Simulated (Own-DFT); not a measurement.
# One host, several defects: 2H SiC

Calculated, not measured: single-point runs of Own-DFT, a retired in-house plane-wave DFT program that no person has reviewed, on unrelaxed cells, without spin or spin-orbit coupling.

All runs used: PBE; PseudoDojo norm-conserving scalar-relativistic files; cutoff 42 hartree; 4 x 4 x 3 k mesh centred on Gamma; Fermi-Dirac smearing of 0.1 eV.

Keep in mind (not all hold for every row): not probed for a lower state with spin; forces on such cells passed a denser k mesh, each cell not checked; stress not checked against mesh or cutoff.

All runs share one cell, with vectors in Å (9.248, 0.000, 0.000); (-4.624, 8.009, 0.000); (0.000, 0.000, 10.068) and a volume of 745.7 Å³. Atoms were moved at random from their sites; u is the rms move along one axis. The defect's site can differ from row to row.

| cell | formula | u (Å) | P (GPa) |
|---|---|---|---|
| no defect | C36Si36 | 0.0320 | 3.90 |
| no defect | C36Si36 | 0.0557 | 5.95 |
| no defect | C36Si36 | 0.0604 | 6.08 |
| one C on a Si site | C37Si35 | 0.0303 | 1.86 |
| one C on a Si site | C37Si35 | 0.0491 | 3.22 |
| one C on a Si site | C37Si35 | 0.0536 | 3.28 |
| two N on a C site each | C34N2Si36 | 0.0301 | ? |
| two N on a C site each | C34N2Si36 | 0.0311 | 3.03 |
| two N on a C site each | C34N2Si36 | 0.0529 | 4.60 |
| two N on a C site each | C34N2Si36 | 0.0545 | 4.14 |
| one Si on a C site | C35Si37 | 0.0273 | 9.90 |
| one Si on a C site | C35Si37 | 0.0289 | 10.15 |
| one Si on a C site | C35Si37 | 0.0534 | 12.00 |
| one Al on a Si site and one N on a C site | AlC35NSi35 | 0.0281 | 3.93 |
| one Al on a Si site and one N on a C site | AlC35NSi35 | 0.0300 | 4.12 |
| one Al on a Si site and one N on a C site | AlC35NSi35 | 0.0468 | 5.32 |

## Fit

P = P0 + c u² + a shift for each defect gives P0 = 3.12 GPa, c = 845 ± 62 GPa/Å² and a scatter of 0.22 GPa. The shifts, and each times the cell's volume:

- one Si on a C site: 6.31 ± 0.19 GPa, 29.4 eV
- one Al on a Si site and one N on a C site: 0.25 ± 0.20 GPa, 1.1 eV (not resolved)
- two N on a C site each: -1.09 ± 0.18 GPa, -5.1 eV (-2.5 eV for each of its 2 sites)
- one C on a Si site: -2.08 ± 0.18 GPa, -9.7 eV

Positive is outwards. The product with the volume (160.2 GPa Å³ to the eV) is nearly free of the cell's size; divided by the bulk modulus at the cell's pressure it gives the volume that the defect adds. The atoms around the defects weren't relaxed, which would change these numbers.

## Withheld run

The question: what pressure belongs in the blank (two N on a C site each, u = 0.0301 Å)?

From the fit: 2.79 ± 0.27 GPa. The calculation gave 2.96 GPa.
